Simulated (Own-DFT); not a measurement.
## Calculated data, AlN (wurtzite, strained, atoms displaced)

Computed with Own-DFT development build. A calculation, not a measurement: plane-wave PBE density functional theory by an unreviewed code, no spin, of a simulated periodic cell, stress positive in tension, free energy of the whole cell less one offset for each atom, forces on such cells moved up to 12 meV/angstrom on a denser k mesh; offsets are fitted by least squares, one for each functional and potential file, so energies compare only between cells with the same atoms and settings and are not formation energies; the far tail of each file's local potential was reset to the Coulomb form; each entry is a single point on an unrelaxed cell, so the pressure reflects the starting lattice, mostly measured values (interpolated for alloys), from which strain is counted, and rises with the displacements; printed positions are rounded, which can move forces by about a meV/angstrom; the program, named Own-DFT, is a retired in-house code; no spin-orbit coupling; before rounding, a Quantum ESPRESSO 7.3.1 run of the same cell and cutoff gave forces within 1 meV/angstrom rms on each cell, which checks the program and not the settings.

## AlN (wurtzite, strained, atoms displaced)

```xyz
72
Lattice="9.4060 0.0000 0.0000 -4.7030 8.1459 0.0000 0.0000 0.0000 9.9640" Properties=species:S:1:pos:R:3 AlN
Al    -0.0781     1.8933     9.9142
Al     1.5088     0.8562     2.5780
N     -0.0115     1.8053     1.8549
N      1.5809     0.9111     4.4057
Al    -0.0549     1.8101     4.9875
Al     1.6076     0.9809     7.4620
N     -0.0426     1.7840     6.9100
N      1.5246     0.9383     9.3551
Al    -1.5414     4.5094     9.8956
Al     0.0006     3.5168     2.5170
N     -1.5654     4.4696     1.8506
N     -0.0587     3.6228     4.4294
Al    -1.6690     4.5423     4.9549
Al     0.0109     3.5959     7.4203
N     -1.5513     4.6557     6.9156
N      0.0441     3.6352     9.3683
Al    -3.0555     7.3096     0.0194
Al    -1.5520     6.3604     2.4322
N     -3.1762     7.3133     1.9301
N     -1.5535     6.3682     4.3093
Al    -3.1085     7.2706     4.9585
Al    -1.6199     6.3098     7.5082
N     -3.1593     7.2026     6.8980
N     -1.6002     6.4400     9.3922
Al     3.1301     1.8304     0.0034
Al     4.7176     0.8700     2.4965
N      3.1037     1.8214     1.9034
N      4.6465     0.9498     4.4662
Al     3.1665     1.8288     4.9270
Al     4.7148     0.8511     7.4242
N      3.0790     1.8217     6.8852
N      4.7192     0.9465     9.3763
Al     1.5586     4.5349     0.0054
Al     3.1653     3.6191     2.4755
N      1.4704     4.5248     1.9616
N      3.1108     3.6406     4.4149
Al     1.4503     4.5172     5.0233
Al     3.2152     3.5423     7.5465
N      1.5302     4.5272     6.7751
N      3.1550     3.5224     9.3483
Al     0.0171     7.2230     9.9393
Al     1.6016     6.3222     2.5440
N      0.0904     7.2672     1.8983
N      1.5397     6.3957     4.3385
Al     0.0871     7.2546     5.0413
Al     1.5553     6.3749     7.4568
N     -0.0492     7.2342     6.9317
N      1.6182     6.3047     9.3952
Al     6.3718     1.8672     0.0151
Al     7.8300     0.8805     2.6010
N      6.2920     1.8112     2.0243
N      7.7980     0.9274     4.3248
Al     6.3116     1.7991     4.9876
Al     7.8198     0.9033     7.4798
N      6.2375     1.7910     6.8662
N      7.7713     0.8906     9.4213
Al     4.7478     4.4918     0.0297
Al     6.2799     3.6495     2.4851
N      4.6492     4.6015     1.9016
N      6.2991     3.6476     4.4025
Al     4.7189     4.5307     4.9707
Al     6.2741     3.6921     7.4628
N      4.7989     4.6363     6.8727
N      6.3088     3.6706     9.3878
Al     3.2107     7.2371     9.9413
Al     4.7160     6.2743     2.5242
N      3.1101     7.2716     1.9316
N      4.7190     6.3287     4.3895
Al     3.2282     7.2246     4.9699
Al     4.5775     6.3660     7.5812
N      3.2068     7.2455     6.8130
N      4.7370     6.3274     9.4248
```

* functional: PBE
* potential files: PseudoDojo norm-conserving, scalar-relativistic, standard set
* wave cutoff: 42 hartree
* occupations: Fermi-Dirac
* smearing width: 0.1 eV
* k mesh: 3 x 3 x 2 centred on Gamma
* free energy of cell above offsets: -31.473 eV
* pressure: 1.98 GPa
* stress xx: 0.1 GPa
* stress yy: -1.58 GPa
* stress zz: -4.47 GPa
* stress yz: -0.92 GPa
* stress xz: 0.45 GPa
* stress xy: 0.34 GPa

Force:
| element | x (eV/Å) | y (eV/Å) | z (eV/Å) |
| --- | --- | --- | --- |
| Al | 1.318 | -1.868 | 0.784 |
| Al | 0.529 | 1.749 | -1.694 |
| N | -0.311 | -0.784 | 0.87 |
| N | -0.926 | 0.516 | 0.721 |
| Al | 0.731 | -0.007 | 0.115 |
| Al | -1.381 | -2.2 | 0.313 |
| N | 0.103 | 0.45 | -0.452 |
| N | 0.127 | 0.397 | 0.213 |
| Al | 0.32 | 1.341 | 0.988 |
| Al | -0.562 | 1.403 | -0.145 |
| N | 0.061 | 0.9 | 0.197 |
| N | -0.532 | -0.548 | -0.169 |
| Al | 2.141 | 1.506 | 0.527 |
| Al | -0.179 | 0.948 | 0.165 |
| N | -0.047 | -3.426 | -0.74 |
| N | -0.766 | 0.498 | -1.072 |
| Al | -2.076 | 0.522 | 0.181 |
| Al | 0.397 | -0.266 | -0.03 |
| N | 0.637 | -1.906 | -0.438 |
| N | 0.187 | -0.223 | 1.128 |
| Al | 0.14 | -0.79 | 0.91 |
| Al | -0.284 | 2.42 | 0.016 |
| N | -0.249 | 1.161 | -0.057 |
| N | 1.415 | -1.981 | 0.058 |
| Al | -0.135 | -1.762 | 0.388 |
| Al | -0.406 | 0.848 | 0.139 |
| N | 0.398 | -0.466 | 0.502 |
| N | 2.094 | -1.107 | -0.799 |
| Al | -1.48 | 0.776 | 1.071 |
| Al | -0.972 | 1.374 | 1.126 |
| N | 1.906 | 0.062 | -0.766 |
| N | 0.441 | -0.306 | -0.116 |
| Al | 0.678 | -0.46 | 0.721 |
| Al | -1.504 | -0.026 | 0.642 |
| N | 1.644 | -0.261 | -0.831 |
| N | 0.202 | 0.323 | -0.402 |
| Al | 1.619 | 0.523 | -2.555 |
| Al | -0.491 | 1.514 | -2.39 |
| N | 0.845 | 0.217 | 3.482 |
| N | 0.078 | 2.581 | 1.288 |
| Al | 0.603 | 1.174 | 0.482 |
| Al | -0.434 | 0.162 | -1.617 |
| N | -1.25 | -0.682 | -0.434 |
| N | 1.229 | -0.765 | 2.352 |
| Al | -2.037 | 0.19 | -0.982 |
| Al | 0.271 | -1.075 | -0.044 |
| N | 0.837 | -0.471 | -0.385 |
| N | -0.085 | 0.461 | -0.97 |
| Al | -2.579 | -0.598 | 1.018 |
| Al | 0.244 | 0.227 | -3.993 |
| N | -0.377 | 0.588 | -1.348 |
| N | 1.091 | -0.702 | 3.701 |
| Al | -1.376 | 0.577 | -0.483 |
| Al | -0.244 | -0.09 | 0.143 |
| N | 0.889 | 0.754 | 0.339 |
| N | 1.589 | 0.047 | -1.428 |
| Al | -0.823 | 0.622 | -0.494 |
| Al | -0.092 | -0.408 | 0.058 |
| N | 1.037 | -2.143 | -0.201 |
| N | -1.443 | -0.885 | -0.282 |
| Al | -0.61 | 0.031 | 0.437 |
| Al | 0.39 | -0.532 | -0.094 |
| N | -1.765 | -1.513 | 0.567 |
| N | -0.197 | -0.796 | -0.496 |
| Al | -1.076 | 0.057 | 1.814 |
| Al | -0.521 | 2.61 | -0.529 |
| N | 0.96 | -0.824 | -0.172 |
| N | 0.559 | -0.04 | -0.151 |
| Al | -1.464 | 0.115 | -0.871 |
| Al | 3.154 | -0.353 | -1.2 |
| N | -2.234 | 0.71 | 1.218 |
| N | 0.045 | -0.093 | 0.155 |
